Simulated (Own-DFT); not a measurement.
# Strain and stress in wurtzite AlN, 72 atoms (Al36N36)

Calculated results; nothing here was measured. The program, named Own-DFT, is a retired in-house plane-wave density functional code that no person has reviewed. Each row is one single-point run on a periodic cell that was not relaxed, without spin or spin-orbit coupling.

Settings of every run: PBE; PseudoDojo norm-conserving scalar-relativistic files; cutoff 42 hartree; 3 x 3 x 2 k mesh centred on Gamma; Fermi-Dirac smearing of 0.1 eV.

Known limits: forces on such cells moved up to 12 meV/angstrom on a denser k mesh; stress not checked against mesh or cutoff.

Unstrained cell vectors in Å: (9.336, 0.000, 0.000); (-4.668, 8.085, 0.000); (0.000, 0.000, 9.964). The unstrained cell has measured lattice constants (interpolated for alloys), not those of this functional. That, the random moves and any unrelaxed bonds set the pressure at no strain. Each run strains this cell uniformly, with the atoms carried along. Every atom was also moved at random, by a Gaussian of width 0.05 Å on each axis. Strain is the symmetric tensor, in per cent. Stress is positive in tension, and the pressure is minus a third of its trace.

| run | e_xx (%) | e_yy (%) | e_zz (%) | e_yz (%) | e_xz (%) | e_xy (%) | s_xx (GPa) | s_yy (GPa) | s_zz (GPa) | s_yz (GPa) | s_xz (GPa) | s_xy (GPa) | P (GPa) | E (meV/atom) |
|---|---|---|---|---|---|---|---|---|---|---|---|---|---|---|
| 1 | -0.62 | -1.34 | 0.46 | 0.80 | 0.56 | -1.60 | -8.99 | -13.23 | -5.80 | 0.63 | 0.66 | -6.02 | 9.34 | 34.4 |
| 2 | -0.08 | 1.26 | -0.97 | 0.94 | -0.22 | -1.53 | -7.99 | -1.43 | -9.31 | 2.87 | -1.21 | -5.01 | 6.24 | 48.2 |
| 3 | 1.96 | -1.31 | -0.44 | -1.97 | -1.33 | -1.04 | -0.60 | -7.22 | -8.48 | -4.88 | -4.56 | -5.37 | 5.44 | 27.0 |
| 4 | 1.54 | 1.54 | 0.69 | -0.17 | 1.31 | 0.68 | 3.25 | 1.94 | 0.80 | -0.64 | 3.36 | 1.92 | -2.00 | 3.8 |
| 5 | -1.69 | 0.33 | -0.30 | 0.22 | -1.40 | -1.66 | -13.60 | -6.16 | -9.35 | 0.20 | -4.86 | -5.16 | 9.70 | 34.2 |
| 6 | -1.19 | -0.48 | -1.35 | 0.45 | -0.56 | -0.93 | -12.82 | -10.43 | -13.70 | 0.85 | -1.88 | -3.13 | 12.32 | 25.1 |
| 7 | 0.73 | 0.60 | -0.05 | 0.40 | 0.34 | 0.83 | -2.01 | -0.73 | -6.00 | 1.65 | 0.34 | 2.55 | 2.91 | 0.0 |
| 8 | 1.81 | -1.84 | 1.23 | 1.98 | -0.13 | 0.69 | 1.23 | -12.49 | -0.80 | 5.34 | -0.89 | 3.04 | 4.02 | 30.6 |
| 9 | -1.42 | 2.00 | -0.74 | 0.59 | 1.10 | 1.28 | -10.97 | 1.80 | -10.49 | 1.91 | 3.50 | 5.01 | 6.55 | 27.8 |
| 10 | 0.89 | -0.74 | 0.23 | -0.01 | -1.69 | -0.22 | -1.83 | -7.58 | -5.63 | 0.05 | -4.80 | -0.31 | 5.02 | 13.1 |
| 11 | 0.17 | -1.42 | -1.89 | -0.29 | 1.47 | 0.72 | -8.86 | -13.53 | -14.80 | -0.69 | 4.38 | 2.60 | 12.40 | 31.4 |
| 12 | 0.07 | -0.36 | -1.86 | 1.41 | 1.69 | -0.46 | -9.26 | -9.22 | -13.51 | 4.89 | 4.65 | -2.12 | 10.66 | 37.2 |
| 13 | 1.80 | 0.86 | -0.37 | 0.80 | 1.03 | 1.43 | 3.87 | -0.50 | -8.37 | 2.06 | 2.10 | 5.11 | 1.67 | 24.9 |
| 14 | 0.96 | -1.49 | -0.08 | -0.12 | 1.96 | -1.67 | -5.18 | -11.54 | -5.17 | -0.16 | 5.00 | -4.55 | 7.30 | 40.9 |
| 15 | 0.85 | -0.81 | -1.65 | 1.24 | -0.66 | 0.22 | -4.00 | -12.21 | -11.18 | 4.01 | -1.89 | -0.12 | 9.13 | 22.8 |
| 16 | -1.15 | -1.26 | -1.17 | -0.04 | -0.45 | 1.27 | -13.87 | -12.37 | -14.53 | 0.11 | -2.12 | 3.62 | 13.59 | 25.0 |
| 17 | 0.70 | 0.19 | 0.50 | -1.44 | -1.92 | -0.97 | -0.59 | -5.15 | -3.29 | -3.43 | -5.12 | -2.58 | 3.01 | 18.6 |
| 18 | 0.05 | 1.92 | -1.83 | 1.10 | -0.67 | -1.54 | ? | ? | ? | ? | ? | ? | ? | ? |

E is the free energy for each atom above the lowest run shown.

## Worked fit

Each stress component was fitted by least squares to a constant and the strains of the runs shown, as fractions, with shears doubled. Shear strains stay in the fit of a normal stress only where such slopes are resolved. The slopes, in GPa:

```
stress  at no strain  per e_xx  per e_yy  per e_zz  scatter
  s_xx          -5.9  437 ± 26  114 ± 24  134 ± 32     1.09
  s_yy          -6.0  100 ± 32  447 ± 29   65 ± 40     1.36
  s_zz          -6.5  103 ± 31   57 ± 28  410 ± 38     1.30
```

Each shear stress against twice its own strain: yz 135 ± 7, xz 141 ± 6, xy 168 ± 10 GPa. These are stiffnesses along x, y and z of the frame in which the cell vectors are given, which need not be the crystal's axes. The atoms are held to the strained lattice; where symmetry lets them move under strain, relaxing them would lower some slopes. The table should be nearly symmetric about its diagonal, and what it lacks of that shows the noise. A ninth of its sum, 208 ± 4 GPa, estimates the bulk modulus near the mean pressure of these runs, 6.9 GPa, so it lies above the value at zero pressure.

## Withheld run

Question: what normal stresses and pressure should run 18 give?

The fit gives s_xx = -5.9, s_yy = 1.5, s_zz = -12.9 and P = 5.8 GPa. The calculation gave -3.87, -0.07, -10.70 and P = 4.88 GPa.
